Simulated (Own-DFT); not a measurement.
# Slab less bulk: wurtzite AlN, m plane (10-10)

No measurement is shown. These are fixed-geometry runs of a retired plane-wave code named Own-DFT, which no person has reviewed; spin and spin-orbit coupling are neglected.

Keep in mind (not all hold for every row): some atoms lie very close together; k mesh not checked against a denser one.

Both sets of runs: PBE; PseudoDojo norm-conserving scalar-relativistic files; cutoff 42 hartree; Gaussian smearing of 0.01 eV. The slab has 128 atoms in 16 layers, two equal faces of 62.02 Å² as cut, 15 Å of vacuum, a dipole correction along the normal and a 6 x 3 x 1 mesh. The bulk cell has 128 atoms, the same measured lattice constants and a 3 x 3 x 3 mesh. In the slab only the 32 atoms nearest the faces were moved at random; u is their rms move along one axis. Energies are counted from -174.06 eV for each atom.

| slab run | u (Å) | E (eV, cell) |
|---|---|---|
| 1 | 0.0459 | 20.232 |
| 2 | 0.0461 | 21.497 |
| 3 | 0.0498 | 21.034 |
| 4 | 0.0522 | 20.643 |
| 5 | 0.0525 | 21.240 |
| 6 | 0.0526 | 20.205 |
| 7 | 0.0532 | 21.240 |
| 8 | 0.0914 | 27.762 |
| 9 | 0.0999 | 28.039 |
| 10 | 0.1017 | 27.669 |
| 11 | 0.1026 | 27.204 |
| 12 | 0.1043 | 28.426 |

```
bulk run   u (Å)  E (meV/atom)
       1  0.0186         -3.17
       2  0.0194         -2.22
       3  0.0200         -1.34
       4  0.0203         -1.85
       5  0.0209         -1.22
       6  0.0953        303.66
       7  0.0956        278.54
       8  0.0963        320.45
       9  0.0977        292.07
      10  0.1013        343.68
```

Q: what is the energy of the unrelaxed surface?

## Solution

Take each set to u = 0 with E = a + b u². Residuals are scaled by 1/(u² + 0.0006 Å²) to tame the large moves. Slab: a = 18.64 ± 0.36 eV. Bulk: a = -15.4 ± 0.7 meV/atom. The excess is 18.64 - 128 x (-0.0154) = 20.61 ± 0.37 eV. Over two faces that is 166 meV/Å², or 2.66 ± 0.05 J/m². Relaxing the faces would lower the energy, and the unlike meshes and the reach from the smallest u down to zero add errors that aren't counted here.
